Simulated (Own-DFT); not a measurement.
# What it costs to cut wurtzite AlN, m plane (10-10)

The numbers are computed, not measured, by runs of the plane-wave DFT program Own-DFT (in-house, retired, unreviewed) at fixed positions, with no spin and no spin-orbit coupling.

Known weak points (not all hold for every row): some atoms lie very close together; k mesh not checked against a denser one.

Both sets of runs: PBE; PseudoDojo norm-conserving scalar-relativistic files; cutoff 42 hartree; Gaussian smearing of 0.01 eV. The slab has 128 atoms in 16 layers, two equal faces of 62.02 Å² as cut, 15 Å of vacuum, a dipole correction along the normal and a 6 x 3 x 1 mesh. The bulk cell has 128 atoms, the same measured lattice constants and a 3 x 3 x 3 mesh. In the slab only the 32 atoms nearest the faces were moved at random; u is their rms move along one axis. Energies are counted from -174.06 eV for each atom.

| slab run | u (Å) | E (eV, cell) |
|---|---|---|
| 1 | 0.0455 | 20.529 |
| 2 | 0.0465 | 20.532 |
| 3 | 0.0470 | 20.868 |
| 4 | 0.0477 | 20.746 |
| 5 | 0.0493 | 21.293 |
| 6 | 0.0497 | 20.772 |
| 7 | 0.0935 | 25.655 |
| 8 | 0.0939 | 25.292 |
| 9 | 0.1005 | 27.178 |
| 10 | 0.1040 | 31.484 |
| 11 | 0.1079 | 29.443 |
| 12 | 0.1085 | 29.071 |

```
bulk run,u (Å),E (meV/atom)
1,0.0192,-2.73
2,0.0201,-1.67
3,0.0202,-2.03
4,0.0215,0.93
5,0.0970,293.53
6,0.0981,308.23
7,0.0987,284.84
8,0.0988,314.72
9,0.1064,362.42
10,0.1083,377.66
```

Asked: what is the energy of the unrelaxed surface?

## Worked answer

Take each set to u = 0 with E = a + b u². Residuals are scaled by 1/(u² + 0.0006 Å²) to tame the large moves. Slab: a = 18.74 ± 0.22 eV. Bulk: a = -15.0 ± 0.5 meV/atom. The excess is 18.74 - 128 x (-0.0150) = 20.66 ± 0.23 eV. Over two faces that is 167 meV/Å², or 2.67 ± 0.03 J/m². Relaxing the faces would lower the energy, and the unlike meshes and the reach from the smallest u down to zero add errors that aren't counted here.
